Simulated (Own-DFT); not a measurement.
# Strain and stress in diamond silicon, 64 atoms (Si64)

Calculated results; nothing here was measured. They come from Own-DFT, an in-house plane-wave density functional program, since retired, whose code no person has reviewed. Each row is one single-point run on a periodic cell that was not relaxed, without spin or spin-orbit coupling.

Settings of every run: PBE; PseudoDojo norm-conserving scalar-relativistic files; cutoff 20 hartree; 3 x 3 x 3 k mesh centred on Gamma; Fermi-Dirac smearing of 0.1 eV.

Known limits: k mesh not checked against a denser one; stress not checked against mesh or cutoff.

Unstrained cell vectors in Å: (10.862, 0.000, 0.000); (0.000, 10.862, 0.000); (0.000, 0.000, 10.862). The unstrained cell has measured lattice constants (interpolated for alloys), not those of this functional. That, the random moves and any unrelaxed bonds set the pressure at no strain. Each run strains this cell uniformly, with the atoms carried along. Every atom was also moved at random, by a Gaussian of width 0.05 Å on each axis. Strain is the symmetric tensor, in per cent. Stress is positive in tension, and the pressure is minus a third of its trace.

| run | e_xx (%) | e_yy (%) | e_zz (%) | e_yz (%) | e_xz (%) | e_xy (%) | s_xx (GPa) | s_yy (GPa) | s_zz (GPa) | s_yz (GPa) | s_xz (GPa) | s_xy (GPa) | P (GPa) | E (meV/atom) |
|---|---|---|---|---|---|---|---|---|---|---|---|---|---|---|
| 1 | -1.72 | 1.67 | -0.07 | -0.87 | -0.10 | -1.62 | -4.23 | -1.02 | -2.61 | -1.33 | 0.34 | -2.09 | 2.62 | 15.0 |
| 2 | -0.82 | -0.28 | -0.44 | -1.78 | 1.11 | -1.03 | -4.55 | -4.19 | -4.09 | -4.30 | 2.37 | -1.75 | 4.27 | 23.2 |
| 3 | -1.30 | 1.72 | -1.78 | 0.78 | -0.71 | 1.94 | -4.93 | -1.94 | -5.43 | 1.77 | -2.32 | 4.12 | 4.10 | 24.6 |
| 4 | -1.80 | -0.02 | 0.37 | 1.12 | -0.89 | -1.38 | -5.24 | -3.63 | -3.28 | 2.46 | -1.66 | -2.50 | 4.05 | 13.6 |
| 5 | 1.24 | -0.47 | -0.93 | -0.66 | -1.85 | 0.40 | -1.73 | -3.30 | -3.60 | -1.46 | -4.32 | 0.77 | 2.88 | 17.2 |
| 6 | 1.82 | -0.81 | 1.75 | -1.27 | -1.61 | -1.71 | 0.51 | -1.71 | 0.49 | -2.21 | -3.08 | -2.99 | 0.24 | 22.1 |
| 7 | -0.14 | -0.45 | 0.31 | 1.07 | 0.55 | 0.83 | -2.88 | -3.22 | -2.51 | 2.79 | 0.68 | 2.08 | 2.87 | 10.4 |
| 8 | -0.61 | 0.77 | 0.96 | 0.40 | 0.01 | -0.43 | -2.40 | -1.15 | -1.03 | 1.21 | 0.00 | -1.02 | 1.53 | 0.0 |
| 9 | 1.54 | -0.68 | 1.95 | -0.51 | -1.75 | -1.13 | 0.31 | -1.65 | 0.69 | -0.91 | -3.62 | -1.63 | 0.22 | 17.7 |
| 10 | 1.24 | -1.01 | 0.41 | -1.19 | 1.85 | -1.92 | -1.55 | -3.39 | -2.03 | -1.95 | 3.61 | -4.38 | 2.32 | 28.2 |
| 11 | -0.17 | -0.93 | 0.73 | -0.78 | -0.90 | 1.45 | -2.98 | -3.75 | -2.25 | -0.83 | -2.02 | 3.14 | 2.99 | 13.6 |
| 12 | 1.12 | 0.42 | 0.34 | -0.23 | -1.02 | 1.52 | -0.48 | -1.18 | -1.25 | -1.47 | -1.79 | 2.95 | 0.97 | 11.4 |
| 13 | 1.76 | 1.94 | 0.26 | -0.34 | -0.94 | 1.24 | 1.37 | 1.30 | -0.12 | -0.49 | -1.46 | 1.91 | -0.85 | 14.9 |
| 14 | 0.71 | -1.59 | 0.53 | -0.02 | 1.47 | -0.13 | -2.38 | -4.25 | -2.45 | -0.52 | 1.14 | -0.32 | 3.03 | 22.1 |
| 15 | 0.71 | -1.69 | 1.63 | -1.87 | -1.66 | 1.00 | -2.03 | -4.09 | -1.10 | -3.66 | -3.62 | 2.60 | 2.40 | 31.3 |
| 16 | -0.33 | 0.49 | 1.49 | -0.02 | 1.76 | -1.23 | -2.03 | -1.18 | -0.40 | -0.14 | 3.42 | -2.28 | 1.20 | 15.3 |
| 17 | 1.23 | 1.89 | 0.46 | 0.77 | 0.87 | 1.64 | ? | ? | ? | ? | ? | ? | ? | ? |

E is the free energy for each atom above the lowest run shown.

## Worked fit

Each stress component was fitted by least squares to a constant and the strains of the runs shown, as fractions, with shears doubled. Shear strains stay in the fit of a normal stress only where such slopes are resolved. The slopes, in GPa:

```
stress,at no strain,per e_xx,per e_yy,per e_zz,scatter
s_xx,-2.8,150 ± 4,69 ± 4,66 ± 5,0.15
s_yy,-2.7,57 ± 3,156 ± 4,66 ± 4,0.14
s_zz,-2.7,59 ± 3,63 ± 3,154 ± 4,0.13
```

Each shear stress against twice its own strain: yz 105 ± 10, xz 95 ± 5, xy 98 ± 5 GPa. These are stiffnesses along x, y and z of the frame in which the cell vectors are given, which need not be the crystal's axes. The atoms are held to the strained lattice; where symmetry lets them move under strain, relaxing them would lower some slopes. The table should be nearly symmetric about its diagonal, and what it lacks of that shows the noise. A ninth of its sum, 93 ± 2 GPa, estimates the bulk modulus near the mean pressure of these runs, 2.2 GPa, so it lies above the value at zero pressure.

## Withheld run

Question: what normal stresses and pressure should run 17 give?

The fit gives s_xx = 0.7, s_yy = 1.2, s_zz = -0.1 and P = -0.6 GPa. The calculation gave 0.51, 1.15, -0.07 and P = -0.53 GPa.
